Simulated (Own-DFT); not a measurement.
# PBE and PBEsol under strain: L1_0 TiAl, 32 atoms (Al16Ti16)

Everything here is calculated. The program is Own-DFT (plane waves, in-house, since retired, never reviewed by a person); positions were held fixed, and spin and spin-orbit coupling were off.

Keep in mind: forces on such cells failed a check on a denser k mesh; stress not checked against mesh or cutoff.

Each geometry was run with PBE and with PBEsol, otherwise alike: PseudoDojo norm-conserving scalar-relativistic files made for PBE; cutoff 42 hartree; 4 x 4 x 4 k mesh centred on Gamma; cold (Marzari-Vanderbilt) smearing of 0.2 eV. Unstrained cell vectors in Å: (5.621, 5.622, 0.000); (-5.622, 5.622, 0.000); (0.000, 0.000, 8.133). Each has a uniform strain, of which the change of volume is shown, and random moves of rms u per axis.

```
run,volume change (%),u (Å),P with PBE (GPa),P with PBEsol (GPa)
1,1.57,0.0518,0.09,-2.69
2,1.44,0.0464,0.09,-2.69
3,2.01,0.0502,-0.49,-3.25
4,4.22,0.0459,-2.70,-5.37
5,1.98,0.0505,-0.34,-3.09
6,0.44,0.0464,1.19,-1.63
7,1.78,0.0489,-0.32,-3.09
8,-1.45,0.0450,3.60,0.69
9,-2.78,0.0501,5.51,2.54
10,2.50,0.0463,-0.92,-3.66
11,-1.16,0.0504,3.46,0.56
12,-2.69,0.0490,5.25,?
```

The question: by how much does PBEsol shrink this cell, and what belongs in the blank?

## Worked answer

Write v for the change of volume as a fraction. Fitted to v and u², the PBE pressure has a slope of -118 ± 3 GPa in v, with the ions held to the strained lattice. The difference PBEsol less PBE is -2.85 + 4.3 v GPa (slope ± 0.1) and averages -2.81 GPa. Divided by the mean slope of the two, 116 GPa, that makes PBEsol's volume at a given pressure, near -1 GPa, about 2.4 % smaller, or 0.81 % in lengths. At one volume PBEsol's slope is the smaller by 4 GPa, but its pressure there is lower too. If stiffness rises by about 4 GPa for each GPa, PBEsol at equal pressure is stiffer by about 7 GPa. Files made for PBEsol would give a different shift.

For run 12 the line gives 2.29 GPa. Computed: 2.28 GPa.
